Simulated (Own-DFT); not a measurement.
# One host, several defects: zincblende GaP

No measurement is shown. These are fixed-geometry runs of a retired plane-wave code named Own-DFT, which no person has reviewed; spin and spin-orbit coupling are neglected.

Settings: PBE; PseudoDojo norm-conserving scalar-relativistic files; cutoff 42 hartree; 3 x 3 x 3 k mesh centred on Gamma; Fermi-Dirac smearing of 0.1 eV.

Limits (not all hold for every row): not probed for a lower state with spin; forces on such cells failed a check on a denser k mesh; forces on such cells passed a denser k mesh, each cell not checked; stress not checked against mesh or cutoff.

All runs share one cell, with vectors in Å (10.901, 0.000, 0.000); (0.000, 10.901, 0.000); (0.000, 0.000, 10.901) and a volume of 1295.4 Å³. u is the rms random offset of the atoms per axis. The defect's site can differ from row to row.

| cell | formula | u (Å) | P (GPa) |
|---|---|---|---|
| no defect | Ga32P32 | 0.0183 | 2.71 |
| no defect | Ga32P32 | 0.0507 | 3.35 |
| no defect | Ga32P32 | 0.0542 | 3.49 |
| one As on a P site | AsGa32P31 | 0.0284 | 3.19 |
| one As on a P site | AsGa32P31 | 0.0294 | 3.19 |
| one As on a P site | AsGa32P31 | 0.0494 | 3.58 |
| one Al on a Ga site | AlGa31P32 | 0.0303 | ? |
| one Al on a Ga site | AlGa31P32 | 0.0303 | 2.85 |
| one Al on a Ga site | AlGa31P32 | 0.0498 | 3.19 |
| one Al on a Ga site | AlGa31P32 | 0.0557 | 3.44 |
| one Ga on a P site and one P on a Ga site | Ga32P32 | 0.0293 | 3.02 |
| one Ga on a P site and one P on a Ga site | Ga32P32 | 0.0507 | 3.37 |
| one Ga on a P site and one P on a Ga site | Ga32P32 | 0.0515 | 3.36 |
| two P vacancies | Ga32P30 | 0.0306 | 2.27 |
| two P vacancies | Ga32P30 | 0.0499 | 2.69 |
| two P vacancies | Ga32P30 | 0.0537 | 2.60 |

## Worked fit

P = P0 + c u² + a shift for each defect gives P0 = 2.70 GPa, c = 249 ± 19 GPa/Å² and a scatter of 0.07 GPa. The shifts, and each times the cell's volume:

- one As on a P site: 0.28 ± 0.05 GPa, 2.3 eV
- one Ga on a P site and one P on a Ga site: 0.05 ± 0.05 GPa, 0.4 eV (not resolved)
- one Al on a Ga site: -0.08 ± 0.05 GPa, -0.6 eV (not resolved)
- two P vacancies: -0.70 ± 0.05 GPa, -5.7 eV (-2.8 eV for each of its 2 sites)

Against the defect-free cell, a freed cell would be larger where the shift is positive and smaller where it is negative (160.2 GPa Å³ is 1 eV). The atoms around the defects weren't relaxed, which would change these numbers.

## Test on the hidden row

Q: what pressure belongs in the blank (one Al on a Ga site, u = 0.0303 Å)?

Estimate: 2.85 ± 0.08 GPa. The calculation gave 2.85 GPa.
